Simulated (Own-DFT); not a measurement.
# Short bonds, stiff crystals?

Calculated, not measured: single-point runs of Own-DFT, a retired in-house plane-wave DFT program that no person has reviewed, on unrelaxed cells, without spin or spin-orbit coupling.

Limits (not all hold for every row): forces on such cells moved up to 12 meV/angstrom on a denser k mesh; forces not confirmed at this smearing and k mesh; k mesh not checked against a denser one; forces on such cells passed a denser k mesh, each cell not checked; stress not checked against mesh or cutoff.

All runs are PBE with PseudoDojo norm-conserving files; cutoff and k mesh are each material's own. Every cell starts from measured lattice constants and was given uniform random strains and small random moves of its atoms. Each triple is the change of volume in per cent, the rms move u in Å and the pressure in GPa.

- 4H SiC (C36Si36), 10.36 Å³/atom unstrained: (-3.97, 0.048, 15.36); (-1.78, 0.046, 9.30); (-1.38, 0.047, 8.91); (-0.65, 0.048, 6.79); (0.67, 0.052, 4.01); (1.09, 0.047, 3.01); (2.11, 0.048, 0.37)
- wurtzite AlN (Al36N36), 10.45 Å³/atom unstrained: (-2.12, 0.053, 10.55); (-1.26, 0.051, 8.63); (-1.25, 0.051, 8.57); (-0.78, 0.049, 7.84); (-0.30, 0.051, 7.57); (0.64, 0.052, 4.43); (1.28, 0.054, 3.47)
- wurtzite GaN (Ga36N36), 11.42 Å³/atom unstrained: (-1.34, 0.049, 9.96); (-0.43, 0.049, 8.02); (-0.24, 0.049, 7.98); (-0.15, 0.052, 8.00); (0.89, 0.055, 5.99); (1.92, 0.054, 3.61); (3.13, 0.048, 1.39)
- diamond silicon (Si64), 20.02 Å³/atom unstrained: withheld
- zincblende InP (In32P32), 25.27 Å³/atom unstrained: (-3.90, 0.049, 6.97); (-1.03, 0.050, 4.45); (-0.45, 0.052, 4.14); (-0.06, 0.049, 3.56); (0.88, 0.047, 3.11); (1.31, 0.052, 2.80); (2.12, 0.051, 2.12)
- grey tin (Sn64), 34.15 Å³/atom unstrained: (-2.92, 0.050, 5.33); (-1.45, 0.049, 4.43); (-1.24, 0.054, 4.46); (0.49, 0.051, 3.52); (0.61, 0.050, 3.48); (1.31, 0.049, 3.10); (1.83, 0.050, 2.91)

## Fit

Fit a line to each set against the fractional change of volume; B is minus its slope, and u is nearly the same within a set. To take it to zero pressure, assume that B rises by 4 GPa for each GPa: B0 = B - 4 x (mean pressure). The bond length of an ideal tetrahedral crystal with the unstrained volume v is d = (√3/4)(8 v)^(1/3). Cohen's empirical rule reads B0 = (1971 - 220 L) d^(-3.5) GPa, with L = 0 for group IV crystals and SiC and 1 for III-V compounds.

| material | L | d (Å) | B (GPa) | mean P (GPa) | B0 (GPa) | rule (GPa) |
|---|---|---|---|---|---|---|
| 4H SiC (C36Si36) | 0 | 1.888 | 242 ± 6 | 6.8 | 215 ± 6 | 213 |
| wurtzite AlN (Al36N36) | 1 | 1.893 | 209 ± 14 | 7.3 | 180 ± 14 | 188 |
| wurtzite GaN (Ga36N36) | 1 | 1.950 | 193 ± 6 | 6.4 | 167 ± 6 | 169 |
| diamond silicon (Si64) | 0 | 2.352 | ? | ? | ? | 99 |
| zincblende InP (In32P32) | 1 | 2.541 | 80 ± 3 | 3.9 | 64 ± 3 | 67 |
| grey tin (Sn64) | 0 | 2.810 | 51 ± 1 | 3.9 | 36 ± 1 | 53 |

A line through ln[B0/(1971 - 220 L)] against ln d has a slope of -4.2 ± 0.3 and a scatter of 12 %. Against the rule, B0 stands at 101 % for 4H SiC, 96 % for wurtzite AlN, 99 % for wurtzite GaN, 96 % for zincblende InP, 67 % for grey tin. PBE tends to make silicon and heavier crystals too soft, and the rule itself is only a guide.

## Test on the hidden row

The question: what B0 does the fitted trend give for diamond silicon (Si64)?

From the line: 85 GPa. Its own runs give B = 102 ± 3 GPa at a mean pressure of 2.9 GPa, so B0 = 91 GPa.
